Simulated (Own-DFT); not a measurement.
# Response to strain: wurtzite AlN, 72 atoms (Al36N36)

These are calculations, not measurements. The program, named Own-DFT, is a retired in-house plane-wave density functional code that no person has reviewed. Each row is one single-point run on a periodic cell that was not relaxed, without spin or spin-orbit coupling.

Settings of every run: PBE; PseudoDojo norm-conserving scalar-relativistic files; cutoff 42 hartree; 4 x 4 x 3 k mesh centred on Gamma; Gaussian smearing of 0.01 eV.

Known limits: k mesh not checked against a denser one; stress not checked against mesh or cutoff.

Unstrained cell vectors in Å: (9.336, 0.000, 0.000); (-4.668, 8.085, 0.000); (0.000, 0.000, 9.964). The unstrained cell has measured lattice constants (interpolated for alloys), not those of this functional. That, the random moves and any unrelaxed bonds set the pressure at no strain. Each run strains this cell uniformly, with the atoms carried along. Every atom was also moved at random, by a Gaussian of width 0.05 Å on each axis. Strain is the symmetric tensor, in per cent. Stress is positive in tension, and the pressure is minus a third of its trace.

| run | e_xx (%) | e_yy (%) | e_zz (%) | s_xx (GPa) | s_yy (GPa) | s_zz (GPa) | P (GPa) | E (meV/atom) |
|---|---|---|---|---|---|---|---|---|
| 1 | 3.00 | 3.00 | 0.00 | 9.94 | 10.31 | -2.36 | -5.96 | 7.5 |
| 2 | -1.25 | -1.25 | 0.00 | -10.87 | -13.51 | -7.68 | 10.69 | 4.0 |
| 3 | -2.75 | -2.75 | 0.00 | -24.74 | -21.96 | -11.77 | 19.49 | 72.8 |
| 4 | 1.50 | 1.50 | 0.00 | 3.13 | 3.14 | -4.93 | -0.45 | 0.0 |
| 5 | -2.00 | -2.00 | 0.00 | -20.34 | -18.24 | -6.31 | 14.96 | 31.7 |
| 6 | 1.75 | 1.75 | 0.00 | 4.46 | 3.35 | -5.49 | -0.77 | 18.2 |
| 7 | -1.00 | -1.00 | 0.00 | -13.14 | -11.71 | -6.11 | 10.32 | 22.6 |
| 8 | 0.75 | 0.75 | 0.00 | -1.24 | -2.21 | -4.62 | 2.69 | 8.7 |
| 9 | -2.25 | -2.25 | 0.00 | ? | ? | ? | ? | ? |

E is the free energy for each atom above the lowest run shown.

## Worked fit

The change of volume is close to e_xx + e_yy + e_zz. A straight line through the runs shown gives P = 6.45 - 215 x (fractional change of volume) GPa, with an error of 8 on the slope and a scatter of 0.85 GPa. The strain isn't the same on all axes and the cell isn't cubic, so the slope belongs to this path and is not the bulk modulus.

## Withheld run

Question: what pressure should run 9 give? Its volume changes by -4.45 %.

The line gives 16.0 GPa. The calculation gave 17.01 GPa.
